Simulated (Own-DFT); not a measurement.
# From a pressure shift to a lattice shift: C40 NbSi2, 36 atoms (Nb12Si24)

Calculated, not measured: single-point runs of Own-DFT, a retired in-house plane-wave DFT program that no person has reviewed, on unrelaxed cells, without spin or spin-orbit coupling.

Keep in mind: forces on such cells failed a check on a denser k mesh; stress not checked against mesh or cutoff.

Each geometry was run with PBE and with PBEsol, otherwise alike: PseudoDojo norm-conserving scalar-relativistic files made for PBE; cutoff 42 hartree; 4 x 4 x 5 k mesh centred on Gamma; cold (Marzari-Vanderbilt) smearing of 0.2 eV. Unstrained cell vectors in Å: (0.000, 8.324, 0.000); (-9.613, 0.000, 0.000); (0.000, 0.000, 6.586). Each has a uniform strain, of which the change of volume is shown, and random moves of rms u per axis.

| run | volume change (%) | u (Å) | P with PBE (GPa) | P with PBEsol (GPa) |
|---|---|---|---|---|
| 1 | -1.00 | 0.0458 | 5.20 | 1.50 |
| 2 | 3.18 | 0.0480 | -2.54 | -6.05 |
| 3 | 0.17 | 0.0505 | 2.26 | -1.39 |
| 4 | 2.44 | 0.0497 | -1.70 | -5.25 |
| 5 | 0.50 | 0.0446 | 1.48 | -2.16 |
| 6 | 1.98 | 0.0425 | -0.12 | -3.69 |
| 7 | -0.85 | 0.0458 | 3.86 | 0.17 |
| 8 | 3.11 | 0.0513 | -2.49 | -6.01 |
| 9 | -0.52 | 0.0491 | 3.90 | 0.23 |
| 10 | 1.96 | 0.0457 | -0.95 | -4.51 |
| 11 | 0.89 | 0.0499 | 1.02 | ? |

The question: by how much does PBEsol shrink this cell, and what belongs in the blank?

## Working it out

Write v for the change of volume as a fraction. Fitted to v and u², the PBE pressure has a slope of -173 ± 9 GPa in v, with the ions held to the strained lattice. The difference PBEsol less PBE is -3.65 + 4.4 v GPa (slope ± 0.1) and averages -3.61 GPa. Divided by the mean slope of the two, 171 GPa, that makes PBEsol's volume at a given pressure, near -1 GPa, about 2.1 % smaller, or 0.70 % in lengths. At one volume PBEsol's slope is the smaller by 4 GPa, but its pressure there is lower too. If stiffness rises by about 4 GPa for each GPa, PBEsol at equal pressure is stiffer by about 10 GPa. Files made for PBEsol would give a different shift.

For run 11 the line gives -2.59 GPa. Computed: -2.58 GPa.
